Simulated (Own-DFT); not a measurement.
# What it costs to cut wurtzite AlN, m plane (10-10)

Calculated, not measured: single-point runs of Own-DFT, a retired in-house plane-wave DFT program that no person has reviewed, on unrelaxed cells, without spin or spin-orbit coupling.

Known weak points (not all hold for every row): some atoms lie very close together; forces not confirmed at this smearing and k mesh; k mesh not checked against a denser one.

Both sets of runs: PBE; PseudoDojo norm-conserving scalar-relativistic files; cutoff 42 hartree; Gaussian smearing of 0.01 eV. The slab has 128 atoms in 16 layers, two equal faces of 62.02 Å² as cut, 15 Å of vacuum, a dipole correction along the normal and a 6 x 3 x 1 mesh. The bulk cell has 128 atoms, the same measured lattice constants and a 3 x 3 x 3 mesh. All atoms were moved at random; u is the rms move along one axis. Energies are counted from -174.06 eV for each atom.

```
slab run,u (Å),E (eV, cell)
1,0.0195,20.607
2,0.0203,20.189
3,0.0204,20.248
4,0.0210,20.636
5,0.0214,21.155
6,0.0219,20.644
7,0.0474,27.200
8,0.0496,29.387
9,0.0498,29.096
10,0.1000,58.372
11,0.1013,63.033
12,0.1048,61.819
```

```
bulk run   u (Å)  E (meV/atom)
       1  0.0189         -3.36
       2  0.0197         -2.13
       3  0.0198         -1.18
       4  0.0198         -2.19
       5  0.0201         -2.07
       6  0.0979        307.53
       7  0.0983        282.92
       8  0.0997        336.16
       9  0.0999        300.83
      10  0.1037        311.52
```

The question: what is the energy of the unrelaxed surface?

## Working it out

Take each set to u = 0 with E = a + b u². Rows are weighted down as u grows, with residuals divided by u² + 0.0006 Å². Slab: a = 18.83 ± 0.13 eV. Bulk: a = -14.7 ± 0.7 meV/atom. The excess is 18.83 - 128 x (-0.0147) = 20.71 ± 0.16 eV. Over two faces that is 167 meV/Å², or 2.67 ± 0.02 J/m². Relaxing the faces would lower the energy, and the unlike meshes and the reach from the smallest u down to zero add errors that aren't counted here.
